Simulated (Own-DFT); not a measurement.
GaP (zincblende, strained, atoms displaced) (calculated)

A calculation, not a measurement: plane-wave PBE density functional theory by an unreviewed code, no spin, of a simulated periodic cell, stress positive in tension, free energy of the whole cell less one offset for each atom, forces on such cells passed a denser k mesh, this cell's mesh not checked; offsets are fitted by least squares, one for each functional and potential file, so energies compare only between cells with the same atoms and settings and are not formation energies; the far tail of each file's local potential was reset to the Coulomb form; each entry is a single point on an unrelaxed cell, so the pressure reflects the starting lattice, mostly measured values (interpolated for alloys), from which strain is counted, and rises with the displacements; printed positions are rounded, which can move forces by about a meV/angstrom; the program, named Own-DFT, is a retired in-house code; no spin-orbit coupling. Program: Own-DFT development build.

Settings shared by all entries: functional PBE; potential files PseudoDojo norm-conserving, scalar-relativistic, standard set; wave cutoff 42 hartree; occupations Fermi-Dirac; smearing width 0.1 eV; hardware one NVIDIA H100; k mesh 3 x 3 x 3 centred on Gamma.

(1) GaP (zincblende, strained, atoms displaced)

```cif
# cell vector a (Å): 10.8549 0.0340 -0.0373
# cell vector b (Å): 0.0340 10.9830 -0.0814
# cell vector c (Å): -0.0373 -0.0814 10.7852
data_GaP
_symmetry_space_group_name_H-M 'P 1'
_symmetry_Int_Tables_number 1
_cell_length_a 10.8550
_cell_length_b 10.9834
_cell_length_c 10.7856
_cell_angle_alpha 90.858
_cell_angle_beta 90.396
_cell_angle_gamma 89.642
_cell_volume 1285.71
loop_
_atom_site_label
_atom_site_type_symbol
_atom_site_fract_x
_atom_site_fract_y
_atom_site_fract_z
_atom_site_occupancy
Ga1 Ga 0.00656 0.00049 0.00188 1
Ga2 Ga 0.99710 0.24543 0.24783 1
Ga3 Ga 0.25147 0.98691 0.25315 1
Ga4 Ga 0.24142 0.25428 0.98951 1
P1 P 0.12703 0.11976 0.12067 1
P2 P 0.13090 0.36741 0.36990 1
P3 P 0.37221 0.12801 0.37005 1
P4 P 0.37636 0.37266 0.12945 1
Ga5 Ga 0.99810 0.99026 0.50421 1
Ga6 Ga 0.00560 0.25931 0.75683 1
Ga7 Ga 0.24863 0.00071 0.74905 1
Ga8 Ga 0.25753 0.24639 0.49673 1
P5 P 0.13136 0.12647 0.63537 1
P6 P 0.12800 0.37455 0.88131 1
P7 P 0.38142 0.12252 0.86769 1
P8 P 0.37975 0.37550 0.62449 1
Ga9 Ga 0.00609 0.49881 0.99035 1
Ga10 Ga 0.00152 0.74315 0.25022 1
Ga11 Ga 0.25447 0.50358 0.25212 1
Ga12 Ga 0.23830 0.74742 0.00824 1
P9 P 0.13219 0.63315 0.13360 1
P10 P 0.12165 0.87485 0.37239 1
P11 P 0.37076 0.62221 0.37574 1
P12 P 0.37213 0.87003 0.12172 1
Ga13 Ga 0.99459 0.49971 0.49566 1
Ga14 Ga 0.99592 0.74349 0.74641 1
Ga15 Ga 0.24901 0.49971 0.74312 1
Ga16 Ga 0.24417 0.75612 0.49794 1
P13 P 0.11619 0.61532 0.61534 1
P14 P 0.12397 0.87448 0.87698 1
P15 P 0.36937 0.60773 0.87726 1
P16 P 0.37486 0.87943 0.63324 1
Ga17 Ga 0.49798 0.99371 0.99838 1
Ga18 Ga 0.49752 0.24994 0.24642 1
Ga19 Ga 0.74987 0.00170 0.24761 1
Ga20 Ga 0.74379 0.24463 0.99685 1
P17 P 0.62746 0.12394 0.12319 1
P18 P 0.61988 0.37391 0.36995 1
P19 P 0.88064 0.11755 0.38013 1
P20 P 0.86928 0.37584 0.12107 1
Ga21 Ga 0.49887 0.99707 0.49506 1
Ga22 Ga 0.50189 0.24532 0.75254 1
Ga23 Ga 0.75511 0.00724 0.74605 1
Ga24 Ga 0.74229 0.25341 0.50523 1
P21 P 0.62686 0.12618 0.62739 1
P22 P 0.62332 0.37970 0.86825 1
P23 P 0.87467 0.12252 0.87147 1
P24 P 0.87433 0.37745 0.62967 1
Ga25 Ga 0.49521 0.50717 0.00115 1
Ga26 Ga 0.49537 0.74512 0.24989 1
Ga27 Ga 0.74871 0.50393 0.24817 1
Ga28 Ga 0.75278 0.75379 0.00011 1
P25 P 0.62931 0.62172 0.12373 1
P26 P 0.62858 0.87520 0.36135 1
P27 P 0.87626 0.62145 0.37417 1
P28 P 0.87914 0.87015 0.12325 1
Ga29 Ga 0.49148 0.50217 0.50696 1
Ga30 Ga 0.48906 0.74083 0.75285 1
Ga31 Ga 0.75724 0.50677 0.74513 1
Ga32 Ga 0.75372 0.74647 0.49331 1
P29 P 0.61798 0.61796 0.62299 1
P30 P 0.62058 0.87810 0.86341 1
P31 P 0.87021 0.63051 0.87300 1
P32 P 0.87467 0.86492 0.62533 1
```

The calculation gives: free energy of cell above offsets -32.734 eV; pressure 3.97 GPa; stress xx -4.13 GPa; stress yy -3.22 GPa; stress zz -4.57 GPa; stress yz -0.98 GPa; stress xz -1.07 GPa; stress xy 0.53 GPa; wall time 522.9 s.

Force:
```tsv
element	x (eV/Å)	y (eV/Å)	z (eV/Å)
Ga	-1.13	-0.353	-0.422
Ga	0.013	0.044	-0.175
Ga	-0.091	1.169	-0.479
Ga	2.062	-1.76	1.713
P	0.624	0.648	0.685
P	-0.651	0.718	0.275
P	0.662	-1.215	-0.165
P	-0.587	0.5	-1.245
Ga	0.412	0.708	0.534
Ga	-0.794	-1	-0.5
Ga	0.053	-0.299	0.952
Ga	-0.78	0.421	0.844
P	-0.931	0.351	-1.394
P	-0.096	1.324	-1.842
P	-0.969	0.206	1.146
P	-0.642	-0.911	0.29
Ga	-1.131	0.995	1.526
Ga	-0.731	0.661	0.289
Ga	-0.551	-1.075	-0.256
Ga	1.166	0.418	-1.554
P	-1.005	-2.105	-0.485
P	-0.154	-0.192	0.243
P	0.526	0.986	0.723
P	0.507	-0.055	0.064
Ga	0.166	-1.715	-0.42
Ga	0.763	0.144	0.4
Ga	-0.527	-0.64	-0.208
Ga	0.424	-0.478	0.586
P	1.18	1.296	0.909
P	0.127	-0.501	-0.805
P	-0.793	2.363	-0.126
P	-0.023	-0.891	-1.264
Ga	0.206	0.391	0.067
Ga	0.411	-0.522	0.084
Ga	0.762	-0.009	-0.176
Ga	0.16	0.759	-0.463
P	-0.728	-0.268	-0.017
P	0.302	0.61	0.677
P	-0.773	0.83	-0.048
P	0.756	-0.163	-0.094
Ga	0.295	0.187	0.119
Ga	0.143	0.77	-0.299
Ga	-0.401	-1.099	-0.228
Ga	0.617	-0.175	-0.641
P	-0.425	-0.397	-0.799
P	0.332	0.008	0.613
P	0.889	0.603	0.692
P	0.529	-0.376	-0.756
Ga	0.974	-1.726	0.57
Ga	0.328	-0.105	-0.259
Ga	-0.025	-0.976	0.251
Ga	-1.047	0.229	-0.286
P	-0.591	1.022	-0.317
P	-0.488	-0.435	1.184
P	-0.064	0.183	-0.519
P	0.139	0.682	0.356
Ga	0.451	-0.567	-1.292
Ga	0.405	0.044	0.061
Ga	-1.182	-0.42	0.397
Ga	-1.189	0.137	0.309
P	0.975	1.342	0.103
P	0.576	-0.632	0.614
P	0.892	-0.534	0.381
P	-0.328	0.847	-0.123
```

(2) GaP (zincblende, strained, atoms displaced)

```cif
# cell vector a (Å): 10.9306 -0.1050 0.0734
# cell vector b (Å): -0.1050 10.9420 0.1424
# cell vector c (Å): 0.0734 0.1424 10.7278
data_GaP
_symmetry_space_group_name_H-M 'P 1'
_symmetry_Int_Tables_number 1
_cell_length_a 10.9314
_cell_length_b 10.9434
_cell_length_c 10.7290
_cell_angle_alpha 88.498
_cell_angle_beta 89.231
_cell_angle_gamma 91.095
_cell_volume 1282.67
loop_
_atom_site_label
_atom_site_type_symbol
_atom_site_fract_x
_atom_site_fract_y
_atom_site_fract_z
_atom_site_occupancy
Ga1 Ga 0.00476 0.99898 0.00250 1
Ga2 Ga 0.99636 0.24586 0.25602 1
Ga3 Ga 0.25027 0.01139 0.25419 1
Ga4 Ga 0.24630 0.25777 0.99430 1
P1 P 0.12100 0.11572 0.13347 1
P2 P 0.12131 0.37864 0.37460 1
P3 P 0.37414 0.13269 0.37048 1
P4 P 0.37507 0.37543 0.12759 1
Ga5 Ga 0.00595 0.00354 0.50072 1
Ga6 Ga 0.99662 0.24294 0.74793 1
Ga7 Ga 0.25044 0.99980 0.75165 1
Ga8 Ga 0.24745 0.24043 0.49666 1
P5 P 0.12113 0.11305 0.62118 1
P6 P 0.13249 0.37578 0.88254 1
P7 P 0.37385 0.12507 0.87493 1
P8 P 0.37404 0.37394 0.62136 1
Ga9 Ga 0.00909 0.49454 0.99465 1
Ga10 Ga 0.99951 0.75006 0.25244 1
Ga11 Ga 0.24741 0.49299 0.24802 1
Ga12 Ga 0.25353 0.74911 0.99749 1
P9 P 0.12217 0.61971 0.12300 1
P10 P 0.12841 0.87540 0.37644 1
P11 P 0.37925 0.62689 0.37763 1
P12 P 0.37733 0.87600 0.11789 1
Ga13 Ga 0.99834 0.50860 0.50460 1
Ga14 Ga 0.99774 0.74620 0.74916 1
Ga15 Ga 0.25249 0.50040 0.74383 1
Ga16 Ga 0.25269 0.74320 0.50416 1
P13 P 0.12470 0.62827 0.62065 1
P14 P 0.12444 0.86975 0.88087 1
P15 P 0.37054 0.63020 0.87179 1
P16 P 0.37966 0.87227 0.63106 1
Ga17 Ga 0.49952 0.99925 0.99862 1
Ga18 Ga 0.49599 0.25266 0.25742 1
Ga19 Ga 0.75057 0.00087 0.25148 1
Ga20 Ga 0.75005 0.25275 0.99962 1
P17 P 0.62155 0.12572 0.12250 1
P18 P 0.62577 0.36878 0.37185 1
P19 P 0.88441 0.12079 0.36745 1
P20 P 0.87371 0.37620 0.12270 1
Ga21 Ga 0.50204 0.00099 0.49791 1
Ga22 Ga 0.49265 0.25399 0.75504 1
Ga23 Ga 0.74234 0.99161 0.74769 1
Ga24 Ga 0.75780 0.24630 0.49325 1
P21 P 0.61992 0.12834 0.62678 1
P22 P 0.63435 0.37218 0.87579 1
P23 P 0.87329 0.11945 0.87811 1
P24 P 0.87244 0.36997 0.62817 1
Ga25 Ga 0.50170 0.50342 0.00014 1
Ga26 Ga 0.49798 0.74437 0.24216 1
Ga27 Ga 0.74961 0.49705 0.24049 1
Ga28 Ga 0.75281 0.76000 0.99887 1
P25 P 0.62578 0.62864 0.13033 1
P26 P 0.63308 0.87181 0.37732 1
P27 P 0.87499 0.62461 0.37520 1
P28 P 0.87179 0.87232 0.12264 1
Ga29 Ga 0.49936 0.50397 0.49368 1
Ga30 Ga 0.50375 0.74596 0.75517 1
Ga31 Ga 0.74574 0.49955 0.74631 1
Ga32 Ga 0.74557 0.74818 0.49509 1
P29 P 0.61872 0.61887 0.62606 1
P30 P 0.62266 0.87347 0.87816 1
P31 P 0.87747 0.62609 0.88225 1
P32 P 0.87476 0.88299 0.61602 1
```

Results for GaP (zincblende, strained, atoms displaced): free energy of cell above offsets -32.663 eV; pressure 4.25 GPa; stress xx -3.94 GPa; stress yy -3.69 GPa; stress zz -5.1 GPa; stress yz 2.57 GPa; stress xz 1.05 GPa; stress xy -1.56 GPa; wall time 523.3 s.

Force:
```tsv
element	x (eV/Å)	y (eV/Å)	z (eV/Å)
Ga	-0.41	-0.258	-0.241
Ga	1.168	1.617	-1.524
Ga	0.576	-1.468	-0.336
Ga	1.15	-1.839	1.783
P	0.067	1.747	-1.036
P	-0.333	-0.772	0.855
P	-0.068	-1.513	1.2
P	0.019	-0.201	-0.413
Ga	-0.532	-0.981	-1.361
Ga	0.585	0.222	0.343
Ga	0.05	-0.545	0.022
Ga	-0.328	1.137	0.29
P	0.93	1.514	1.32
P	-1.28	0.127	-2.475
P	-0.6	-0.028	0.487
P	-0.3	-0.137	-0.137
Ga	-0.9	0.57	0.578
Ga	0.364	0.186	-0.535
Ga	0.467	0.998	-0.021
Ga	-0.421	-0.014	0.572
P	0.43	0.589	0.47
P	0.114	-0.319	0.13
P	-1.141	-0.338	-0.726
P	-0.802	-0.184	1.283
Ga	-0.157	-1.006	-0.352
Ga	0.032	0.913	-0.256
Ga	-0.082	0.101	0.08
Ga	0.72	1.385	-0.635
P	-0.408	-0.683	1.277
P	-0.158	0.351	-0.708
P	0.294	-1.24	0.336
P	-0.394	0.118	-0.443
Ga	0.385	0.578	-0.263
Ga	0.95	0.318	-1.67
Ga	0.08	0	-0.764
Ga	0.627	-0.692	0.23
P	-0.07	0.009	0.716
P	0.303	0.813	0.525
P	-1.615	-0.757	1.574
P	0.605	-0.53	0.01
Ga	0.023	-0.107	-0.009
Ga	0.99	0.257	-0.486
Ga	0.67	0.964	-0.371
Ga	-0.334	-0.262	0.276
P	0.305	-0.027	-0.091
P	-1.797	0.431	0.012
P	-0.26	-0.135	-0.039
P	0.299	0.575	-0.404
Ga	0.184	-0.032	-0.239
Ga	0.181	1.28	0.622
Ga	0.182	0.239	0.81
Ga	-0.275	-1.109	0.02
P	0.265	-0.353	-1.221
P	-1.836	0.489	-0.783
P	-0.715	-0.383	-0.066
P	0.621	0.65	0.924
Ga	0.467	-1.003	0.174
Ga	0.157	0.411	-0.532
Ga	0.971	0.323	0.292
Ga	0.922	-0.421	0.927
P	0.46	0.619	-0.131
P	-0.217	-0.208	-0.11
P	-0.675	-0.595	-0.655
P	-0.505	-1.391	0.899
```

(3) GaP (zincblende, strained, atoms displaced)

```cif
# cell vector a (Å): 11.0195 0.1830 -0.0330
# cell vector b (Å): 0.1830 10.8011 -0.1796
# cell vector c (Å): -0.0330 -0.1796 11.0613
data_GaP
_symmetry_space_group_name_H-M 'P 1'
_symmetry_Int_Tables_number 1
_cell_length_a 11.0211
_cell_length_b 10.8041
_cell_length_c 11.0628
_cell_angle_alpha 91.885
_cell_angle_beta 90.358
_cell_angle_gamma 88.075
_cell_volume 1315.81
loop_
_atom_site_label
_atom_site_type_symbol
_atom_site_fract_x
_atom_site_fract_y
_atom_site_fract_z
_atom_site_occupancy
Ga1 Ga 0.99711 0.00170 0.00892 1
Ga2 Ga 0.99990 0.24189 0.25150 1
Ga3 Ga 0.25376 0.00699 0.25652 1
Ga4 Ga 0.24747 0.24586 0.99971 1
P1 P 0.12335 0.12093 0.12631 1
P2 P 0.12658 0.36701 0.37718 1
P3 P 0.37573 0.12647 0.38439 1
P4 P 0.37751 0.37298 0.12644 1
Ga5 Ga 0.99533 0.99952 0.50422 1
Ga6 Ga 0.99662 0.24271 0.74640 1
Ga7 Ga 0.25193 0.00631 0.75816 1
Ga8 Ga 0.24677 0.25323 0.50846 1
P5 P 0.11788 0.12520 0.62280 1
P6 P 0.13450 0.36936 0.87614 1
P7 P 0.37648 0.12681 0.87846 1
P8 P 0.37475 0.37062 0.63107 1
Ga9 Ga 0.99900 0.50411 0.99369 1
Ga10 Ga 0.99189 0.75351 0.24916 1
Ga11 Ga 0.24607 0.49120 0.24983 1
Ga12 Ga 0.24858 0.75291 0.99280 1
P9 P 0.12501 0.62399 0.12529 1
P10 P 0.12085 0.87022 0.37872 1
P11 P 0.36890 0.62739 0.38386 1
P12 P 0.37736 0.87632 0.12776 1
Ga13 Ga 0.00384 0.49699 0.49675 1
Ga14 Ga 0.99778 0.74790 0.75717 1
Ga15 Ga 0.25798 0.50349 0.75265 1
Ga16 Ga 0.24444 0.74407 0.50037 1
P13 P 0.12164 0.62338 0.62071 1
P14 P 0.13677 0.87867 0.86609 1
P15 P 0.37847 0.62335 0.87317 1
P16 P 0.37032 0.87449 0.62405 1
Ga17 Ga 0.49579 0.99746 0.00359 1
Ga18 Ga 0.49835 0.25430 0.25026 1
Ga19 Ga 0.75380 0.00325 0.23964 1
Ga20 Ga 0.74759 0.24999 0.00224 1
P17 P 0.62600 0.12447 0.12877 1
P18 P 0.62607 0.37462 0.37823 1
P19 P 0.87531 0.12095 0.37484 1
P20 P 0.86901 0.37849 0.12466 1
Ga21 Ga 0.49506 0.00423 0.50108 1
Ga22 Ga 0.50563 0.25170 0.74865 1
Ga23 Ga 0.74149 0.00287 0.75066 1
Ga24 Ga 0.74451 0.25290 0.49764 1
P21 P 0.62914 0.11986 0.61733 1
P22 P 0.63222 0.36933 0.87378 1
P23 P 0.87705 0.12805 0.86789 1
P24 P 0.86845 0.37405 0.62797 1
Ga25 Ga 0.50319 0.49638 0.99853 1
Ga26 Ga 0.49402 0.75815 0.24698 1
Ga27 Ga 0.74674 0.49796 0.24980 1
Ga28 Ga 0.75073 0.74991 0.99841 1
P25 P 0.62205 0.61612 0.12568 1
P26 P 0.61951 0.87611 0.37741 1
P27 P 0.86566 0.63469 0.37861 1
P28 P 0.87674 0.88211 0.12172 1
Ga29 Ga 0.50610 0.49631 0.50034 1
Ga30 Ga 0.50023 0.75664 0.74774 1
Ga31 Ga 0.74417 0.49857 0.75043 1
Ga32 Ga 0.73986 0.75207 0.50191 1
P29 P 0.62253 0.62286 0.62503 1
P30 P 0.62148 0.87006 0.87629 1
P31 P 0.87809 0.63172 0.87461 1
P32 P 0.87490 0.87289 0.62883 1
```

The calculation gives: free energy of cell above offsets -33.315 eV; pressure 1.97 GPa; stress xx -1.6 GPa; stress yy -2.98 GPa; stress zz -1.33 GPa; stress yz -2.19 GPa; stress xz -0.67 GPa; stress xy 2.92 GPa; wall time 536.9 s.

Force:
```tsv
element	x (eV/Å)	y (eV/Å)	z (eV/Å)
Ga	0.437	-0.026	-1.716
Ga	-0.621	0.688	0.102
Ga	-0.559	-0.805	0.204
Ga	0.129	0.062	0.925
P	0.811	0.328	-0.089
P	-0.155	0.244	-0.685
P	-0.208	0.914	-0.894
P	-0.254	0.028	-0.709
Ga	-0.099	-0.581	-0.106
Ga	0.093	1.228	0.488
Ga	0.054	0.142	-1.236
Ga	-0.024	-0.527	0.132
P	1.223	-0.367	0.052
P	-1.128	0.685	-0.806
P	0.771	0.065	-0.324
P	0.607	0.495	-0.689
Ga	0.33	-0.652	0.583
Ga	0.342	-0.395	0.32
Ga	0.138	0.768	0.562
Ga	0.242	-0.362	0.884
P	-0.098	0.299	-0.236
P	0.325	0.676	-0.533
P	1.111	-1.053	-1.525
P	-1.059	0.406	-0.784
Ga	-1.185	0.235	0.194
Ga	0.636	0.551	-0.833
Ga	-1.118	-0.253	-0.217
Ga	-0.475	0.745	0.729
P	0.346	-0.174	0.956
P	-1.68	-0.19	1.033
P	0.569	0.548	0.271
P	0.1	0.457	-0.068
Ga	0.291	0.158	0.086
Ga	0.056	-0.527	0.721
Ga	-0.6	-0.195	1.66
Ga	0.471	-0.474	0.159
P	-0.47	0.344	-0.884
P	-0.032	0	-1.106
P	-0.24	0.38	-0.075
P	1.203	-0.509	-0.2
Ga	0.045	-0.942	0.48
Ga	-0.15	-0.702	0.087
Ga	0.657	-0.618	0.32
Ga	0.746	-0.611	0.388
P	-0.529	0.711	0.357
P	-0.607	0.544	-0.022
P	-0.461	-0.676	1.141
P	0.833	0.055	-0.658
Ga	-0.433	-0.212	-0.119
Ga	0.534	-1.343	1.001
Ga	0.074	0.442	0.831
Ga	-0.421	-0.088	0.745
P	0.167	1.291	-0.102
P	0.469	0.374	-0.844
P	0.85	-1.156	-0.738
P	-0.218	-1.218	-0.339
Ga	-1.396	0.389	0.421
Ga	-0.587	-0.672	-0.057
Ga	0.393	0.49	0.304
Ga	0.142	0.275	0.634
P	0.184	0.319	0.168
P	0.422	0.836	-0.002
P	-0.578	-0.959	-0.274
P	-0.421	0.108	-0.067
```
